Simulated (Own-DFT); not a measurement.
# Computed records: Hf₁₆O₃₁ (monoclinic hafnia with two neutral oxygen vacancies, strained, atoms displaced), Hf₃₁SiO₆₄ (monoclinic hafnia with substituted atoms, atoms displaced)

All values are calculated (Own-DFT development build). A calculation, not a measurement: plane-wave PBE and HSE06 DFT by an unreviewed code, no spin, of a simulated cell at Gamma alone, so results move with cell size and shape, stress positive in tension, energies less offsets, not probed for a lower state with spin; hafnium file: forces about 75 meV/angstrom off all-electron values; oxygen file: force components 24 meV/angstrom off all-electron in a glass; k mesh not checked against a denser one; forces and stress are PBE's, HSE06 gives the energy alone, and its difference from PBE has offsets of its own; offsets are fitted by least squares, one for each functional and potential file, so energies compare only between cells with the same atoms and settings and are not formation energies; the far tail of each file's local potential was reset to the Coulomb form; each entry is a single point on an unrelaxed cell, so the pressure reflects the starting lattice, mostly measured values, from which strain is counted, and rises with the displacements; printed positions are rounded, which can move forces by about a meV/angstrom; the program is a retired in-house code; no spin-orbit coupling.

Common to all runs: first functional PBE; second functional HSE06; exact exchange share 0.25; screening 0.11 1/bohr; exchange divergence Gygi-Baldereschi; potential files PseudoDojo norm-conserving, scalar-relativistic, made for PBE, standard set; wave cutoff 48 hartree; occupations fixed; k mesh 1 x 1 x 1 centred on Gamma.

(1) Hf₁₆O₃₁ (monoclinic hafnia with two neutral oxygen vacancies, strained, atoms displaced)

```
CELL_PARAMETERS angstrom
10.05890 0.13360 0.05990
0.13520 10.35020 0.17110
-1.60540 0.15060 10.45490
ATOMIC_POSITIONS crystal
Hf 0.13632 0.01422 0.10369
Hf 0.35528 0.26309 0.13877
Hf 0.35590 0.46640 0.39750
Hf 0.13079 0.22638 0.35649
O 0.03285 0.16263 0.17284
O 0.46919 0.42249 0.08492
O 0.47030 0.33991 0.33134
O 0.04632 0.07489 0.42933
O 0.22602 0.37751 0.23417
O 0.28096 0.12992 0.01454
O 0.27039 0.12588 0.25484
O 0.22157 0.37614 0.48149
Hf 0.12824 0.02016 0.59998
Hf 0.36420 0.27257 0.64623
Hf 0.35935 0.47440 0.88864
Hf 0.13418 0.23412 0.84934
O 0.04144 0.16647 0.68490
O 0.46038 0.41298 0.57609
O 0.47176 0.32935 0.82242
O 0.04673 0.08417 0.92827
O 0.22271 0.38486 0.73787
O 0.27621 0.12642 0.51081
O 0.27888 0.12222 0.75890
O 0.22072 0.36789 0.98944
Hf 0.14158 0.52231 0.09844
Hf 0.35948 0.77379 0.14854
Hf 0.35681 0.97966 0.39519
Hf 0.13709 0.73114 0.35104
O 0.03896 0.67512 0.17044
O 0.46172 0.92008 0.08580
O 0.46657 0.82054 0.32403
O 0.03154 0.58362 0.42653
O 0.22231 0.88513 0.24127
O 0.26264 0.62899 0.01201
O 0.27091 0.61976 0.26493
O 0.22694 0.86777 0.48839
Hf 0.14487 0.52162 0.61066
Hf 0.35983 0.76969 0.64515
Hf 0.36418 0.97590 0.89881
Hf 0.13261 0.72979 0.84584
O 0.03616 0.66068 0.67219
O 0.46158 0.91558 0.58133
O 0.46567 0.83320 0.81484
O 0.04393 0.58668 0.91967
O 0.27755 0.62590 0.51528
O 0.26882 0.62108 0.75968
Hf 0.62905 0.01501 0.10392
Hf 0.86437 0.27444 0.14823
Hf 0.86604 0.48577 0.39971
Hf 0.63143 0.22529 0.35190
O 0.54047 0.15810 0.17452
O 0.96484 0.40620 0.08221
O 0.96196 0.33332 0.32729
O 0.54365 0.09045 0.42063
O 0.73504 0.37218 0.24345
O 0.77123 0.12578 0.01619
O 0.78537 0.11532 0.26000
O 0.72196 0.36898 0.48964
Hf 0.64112 0.01763 0.61173
Hf 0.86476 0.27270 0.65151
Hf 0.86684 0.48374 0.89562
Hf 0.63210 0.23389 0.86264
O 0.53360 0.16638 0.67072
O 0.95937 0.41134 0.58031
O 0.96156 0.33620 0.82778
O 0.53040 0.09033 0.91707
O 0.73272 0.37320 0.74233
O 0.78282 0.13735 0.50741
O 0.78439 0.11940 0.76063
O 0.72515 0.36385 0.99111
Hf 0.63907 0.51957 0.09941
Hf 0.85304 0.77666 0.15045
Hf 0.85558 0.98404 0.39363
Hf 0.63649 0.73340 0.36444
O 0.54074 0.67539 0.16900
O 0.95424 0.90919 0.07780
O 0.96786 0.83628 0.33031
O 0.53253 0.58430 0.41768
O 0.73326 0.86993 0.24348
O 0.76469 0.62645 0.00892
O 0.77287 0.61636 0.25618
O 0.72315 0.87545 0.48984
Hf 0.63976 0.51422 0.60221
Hf 0.86826 0.77358 0.64628
Hf 0.86498 0.97984 0.89138
Hf 0.63221 0.72385 0.85542
O 0.53623 0.66130 0.67129
O 0.96663 0.90985 0.57252
O 0.96021 0.83399 0.83162
O 0.54391 0.57606 0.92466
O 0.72301 0.88672 0.74368
O 0.77186 0.62712 0.50522
O 0.78545 0.61719 0.76589
O 0.72594 0.86855 0.98663
```

* PBE energy of cell above offsets: -84.761 eV
* HSE06 less PBE above offsets: 0.318 eV
* PBE pressure: 10.41 GPa
* PBE stress xx: -13.58 GPa
* PBE stress yy: -9.37 GPa
* PBE stress zz: -8.27 GPa
* PBE stress yz: 4.24 GPa
* PBE stress xz: 0.09 GPa
* PBE stress xy: 3.11 GPa

Force:
```tsv
element	x (eV/Å)	y (eV/Å)	z (eV/Å)
Hf	-1.291	1.642	-0.085
Hf	0.9	1.428	1.328
Hf	1.539	3.29	-1.893
Hf	0.849	1.003	-1.146
O	0.862	-0.738	0.603
O	-2.005	-1.453	-1.407
O	-0.318	-1.103	-0.957
O	-1.654	0.256	-1.754
O	-0.233	-0.268	0.167
O	-0.102	-0.898	-0.837
O	0.829	-0.944	1.006
O	-1.527	-1.646	1.403
Hf	2.272	-0.05	2.42
Hf	-0.478	-2.336	-0.942
Hf	0.891	0.796	2.298
Hf	0.986	-1.364	1.838
O	-0.531	-0.57	-1.512
O	0.92	0.687	0.629
O	-3.733	2.937	0.163
O	-1.135	-0.649	-0.814
O	0.659	-1.093	1.061
O	0.324	0.452	-0.142
O	-0.013	-0.656	0.621
O	0.942	0.512	-0.952
Hf	-1.832	-0.086	2.76
Hf	0.585	-2.698	-0.249
Hf	1.262	0.166	0.603
Hf	-0.257	-1.24	0.674
O	-0.216	-0.734	-0.224
O	-0.776	-0.221	-1.038
O	-2.871	3.28	0.944
O	1.171	0.772	0.11
O	0.4	-0.605	0.291
O	2.618	1.538	-0.846
O	0.825	-0.19	-0.5
O	-0.134	0.206	0.176
Hf	-1.138	0.24	-3.002
Hf	-0.059	0.06	-1.131
Hf	-0.468	0.689	-1.316
Hf	1.501	0.821	1.764
O	-1.073	1.121	0.218
O	0.862	0.791	-0.919
O	-1.133	0.879	1.647
O	-2.237	-1.671	-0.274
O	-0.297	0.116	0.184
O	1.327	-0.28	0.573
Hf	3.191	0.69	-0.312
Hf	-1.986	-2.163	-0.412
Hf	-1.497	-1.602	-1.249
Hf	3.546	2.843	-0.069
O	-1.54	1.324	-0.086
O	2.075	3.021	-1.586
O	1.285	-0.297	0.906
O	-2.986	-3.626	1.131
O	-1.6	1.05	-0.575
O	0.147	-0.249	-0.617
O	-0.764	-0.122	0.002
O	-0.303	0.574	0.403
Hf	-0.572	1.879	-1.261
Hf	-1.662	-1.051	-1.892
Hf	-0.882	-0.984	1.329
Hf	4.965	-1.845	-0.251
O	0.592	-0.279	0.119
O	2.092	1.538	0.162
O	1.238	-0.147	0.459
O	-0.819	-1.776	1.153
O	-1.724	1.184	0.085
O	0.018	-1.366	0.74
O	-0.623	0.165	0.033
O	-0.092	1.117	-0.447
Hf	0.058	-0.313	3.412
Hf	1.422	-3.426	-1.365
Hf	0.711	-0.456	-0.15
Hf	1.472	-2.504	-1.899
O	-0.596	-0.066	-0.645
O	2.726	2.221	-0.489
O	-0.425	0.505	-0.049
O	-0.271	-0.702	1.026
O	-2.782	2.369	0.794
O	2.096	0.63	-0.12
O	0.438	0.203	0.812
O	-0.092	-0.092	0.615
Hf	-0.124	-0.005	-0.994
Hf	-2.131	-1.098	-0.333
Hf	-1.568	1.25	2.245
Hf	1.971	0.5	-0.335
O	0.134	-0.107	0.517
O	0.088	0.229	0.81
O	1.186	-1.078	-1.397
O	-2.718	-0.579	-1.991
O	0.412	-1.548	-0.199
O	0.536	0.798	1.935
O	-0.516	1.208	-1.21
O	-1.141	-0.009	-0.297
```

(2) Hf₃₁SiO₆₄ (monoclinic hafnia with substituted atoms, atoms displaced)

```
CELL_PARAMETERS angstrom
10.23400 0.00000 0.00000
0.00000 10.35000 0.00000
-1.69550 0.00000 10.44530
ATOMIC_POSITIONS crystal
Hf 0.14120 0.02271 0.09913
Hf 0.36703 0.27432 0.14978
Hf 0.36631 0.47725 0.39526
Hf 0.14259 0.23387 0.36039
O 0.04150 0.16707 0.17247
O 0.46405 0.41452 0.08178
O 0.46039 0.33257 0.32249
O 0.03814 0.08379 0.42647
O 0.22476 0.37276 0.23557
O 0.27311 0.12485 0.01062
O 0.27216 0.12396 0.25664
O 0.22429 0.36764 0.49409
Hf 0.14089 0.01944 0.60473
Hf 0.36050 0.26807 0.64395
Hf 0.36187 0.48150 0.89523
Hf 0.14483 0.22860 0.84993
O 0.03552 0.16923 0.67518
O 0.46801 0.41658 0.57378
O 0.46294 0.33337 0.82859
O 0.04214 0.08948 0.92337
O 0.22435 0.37775 0.73476
O 0.27649 0.12118 0.50694
O 0.26991 0.11853 0.75912
O 0.21986 0.37068 0.99181
Si 0.13866 0.52257 0.10694
Hf 0.35977 0.76925 0.14556
Hf 0.36769 0.98452 0.39952
Hf 0.13714 0.72657 0.35543
O 0.03476 0.67152 0.17593
O 0.46416 0.91381 0.07861
O 0.46315 0.83556 0.33364
O 0.03504 0.58527 0.42319
O 0.22181 0.87937 0.24262
O 0.27349 0.62788 0.01027
O 0.27115 0.62103 0.25869
O 0.22625 0.86870 0.48580
Hf 0.13660 0.51654 0.60489
Hf 0.35957 0.76686 0.64349
Hf 0.35778 0.97933 0.89928
Hf 0.13438 0.72773 0.85498
O 0.03411 0.66503 0.67543
O 0.46489 0.90897 0.57930
O 0.46179 0.83659 0.82368
O 0.03758 0.58502 0.92546
O 0.22693 0.87848 0.73427
O 0.27474 0.63298 0.51220
O 0.28113 0.62128 0.76413
O 0.22723 0.87325 0.99184
Hf 0.63809 0.01789 0.10595
Hf 0.86449 0.27248 0.14844
Hf 0.85886 0.48305 0.39288
Hf 0.63893 0.22840 0.35114
O 0.53818 0.16231 0.17670
O 0.96376 0.41202 0.07262
O 0.96413 0.33051 0.32656
O 0.53604 0.08681 0.42396
O 0.71985 0.37474 0.23746
O 0.77341 0.12490 0.01709
O 0.77466 0.11589 0.25837
O 0.72473 0.36886 0.48694
Hf 0.64193 0.02621 0.60650
Hf 0.85852 0.27099 0.64694
Hf 0.86354 0.47815 0.89603
Hf 0.64072 0.23310 0.86110
O 0.53799 0.16452 0.67209
O 0.95679 0.41966 0.57437
O 0.96319 0.32900 0.82953
O 0.53960 0.08231 0.91824
O 0.72229 0.38201 0.74249
O 0.77499 0.13041 0.51100
O 0.78098 0.11983 0.76166
O 0.71919 0.37599 0.99537
Hf 0.64142 0.51710 0.10316
Hf 0.86514 0.77290 0.14425
Hf 0.85961 0.98013 0.39432
Hf 0.64362 0.72884 0.35589
O 0.53996 0.66961 0.17514
O 0.96492 0.91882 0.07820
O 0.96433 0.83336 0.32520
O 0.53871 0.58227 0.42480
O 0.72085 0.87782 0.24257
O 0.77597 0.63433 0.00664
O 0.77465 0.61929 0.25489
O 0.72398 0.87004 0.49203
Hf 0.63942 0.51377 0.60404
Hf 0.86648 0.77245 0.65330
Hf 0.86561 0.98439 0.89593
Hf 0.63908 0.72903 0.85587
O 0.54395 0.66570 0.67789
O 0.96591 0.91707 0.57485
O 0.96084 0.83180 0.82163
O 0.54382 0.58444 0.92706
O 0.72534 0.88137 0.73502
O 0.78117 0.62721 0.51390
O 0.77351 0.61819 0.76412
O 0.72508 0.86547 0.98542
```

- PBE energy of cell above offsets: -89.469 eV
- HSE06 less PBE above offsets: 0.212 eV
- PBE pressure: 2.96 GPa
- PBE stress xx: -2.34 GPa
- PBE stress yy: -2.62 GPa
- PBE stress zz: -3.92 GPa
- PBE stress yz: 0.26 GPa
- PBE stress xz: 0.01 GPa
- PBE stress xy: -0.33 GPa

Force:
```tsv
element	x (eV/Å)	y (eV/Å)	z (eV/Å)
Hf	-0.577	0.005	2.376
Hf	-1.42	-1.581	-1.548
Hf	-0.11	1.216	0
Hf	-1.057	-2.133	-2.012
O	-1.281	0.5	0.039
O	0.747	1.006	-0.79
O	0.759	0.099	1.23
O	-0.365	0.374	-0.468
O	-0.949	2.633	-0.209
O	1.483	0.994	-0.402
O	0.79	-0.106	0.872
O	0.462	0.553	-0.198
Hf	-0.925	-0.516	-0.828
Hf	1.067	-0.249	0.388
Hf	0.321	0.018	0.856
Hf	-1.491	0.744	1.063
O	-0.117	-0.182	-0.665
O	-1.135	-1.075	0.282
O	0.099	-0.195	-0.215
O	-1.417	-1.06	-0.549
O	0.113	0.057	0.463
O	0.314	1.585	1.146
O	1.226	0.296	-0.2
O	0.137	1.13	0.161
Si	-1.05	0.112	-1.309
Hf	0.514	0.535	1.28
Hf	-0.995	-1.771	-0.943
Hf	0.563	1.587	0.121
O	1.85	-2.898	-1.598
O	0.216	0.37	-0.198
O	0.805	-0.951	-0.73
O	-0.467	-0.95	0.298
O	0.447	0.008	-0.856
O	-0.862	-0.834	1.029
O	-0.048	-1.419	-0.493
O	-0.436	0.343	0.563
Hf	-0.627	1.076	-0.393
Hf	1.367	1.127	0.451
Hf	1.717	-0.618	-0.881
Hf	0.954	0.382	-0.133
O	0.894	-0.663	0.199
O	0.857	1.325	-0.284
O	0.227	-0.232	0.798
O	0.015	-0.859	1.506
O	-0.843	-0.213	0.775
O	-0.143	-1.781	-0.404
O	-0.667	-0.327	-0.054
O	-0.646	-0.927	-0.74
Hf	-0.197	-0.507	-0.417
Hf	0.949	-1.256	0.21
Hf	0.38	-0.336	0.405
Hf	0.345	-0.317	0.472
O	-0.536	0.222	-0.486
O	1.932	1.813	0.979
O	-0.229	0.632	0.359
O	0.269	0.296	0.159
O	0.317	0.138	0.456
O	0.732	0.827	-0.772
O	0.149	0.581	0.494
O	-0.41	0.163	0.062
Hf	-0.58	-2.097	-0.228
Hf	1.068	-0.06	0.066
Hf	-0.009	0.581	-0.075
Hf	-0.545	-0.975	-0.678
O	-0.813	1.175	0.466
O	0.923	-0.073	0.59
O	-0.054	0.463	-0.27
O	-0.69	0.007	0.432
O	0.094	-1.057	0.138
O	0.268	-0.015	-0.125
O	-0.412	0.855	0.246
O	0.897	-0.929	-0.873
Hf	-0.704	1.773	0.46
Hf	-0.855	0.023	-0.268
Hf	0.873	-0.648	0.671
Hf	-1.148	0.585	0.072
O	-0.71	-0.246	-0.271
O	0.15	0.234	-0.683
O	-0.341	0.174	0.226
O	-0.52	-0.3	-0.507
O	0.392	-0.017	-0.435
O	0.61	-0.963	0.795
O	0.393	-0.214	0.616
O	0.31	0.283	-0.427
Hf	0.375	2.294	0.354
Hf	-1.443	-0.114	-2.414
Hf	-0.44	-0.731	0.356
Hf	-0.297	0.43	-0.812
O	-0.986	-0.46	-0.981
O	-0.008	-0.167	0.422
O	0.885	0.777	1.915
O	-1.888	-1.016	-0.234
O	0.033	0.213	0.786
O	-0.183	-0.208	-0.567
O	1.017	0.08	-0.197
O	0.322	1.552	0.726
```
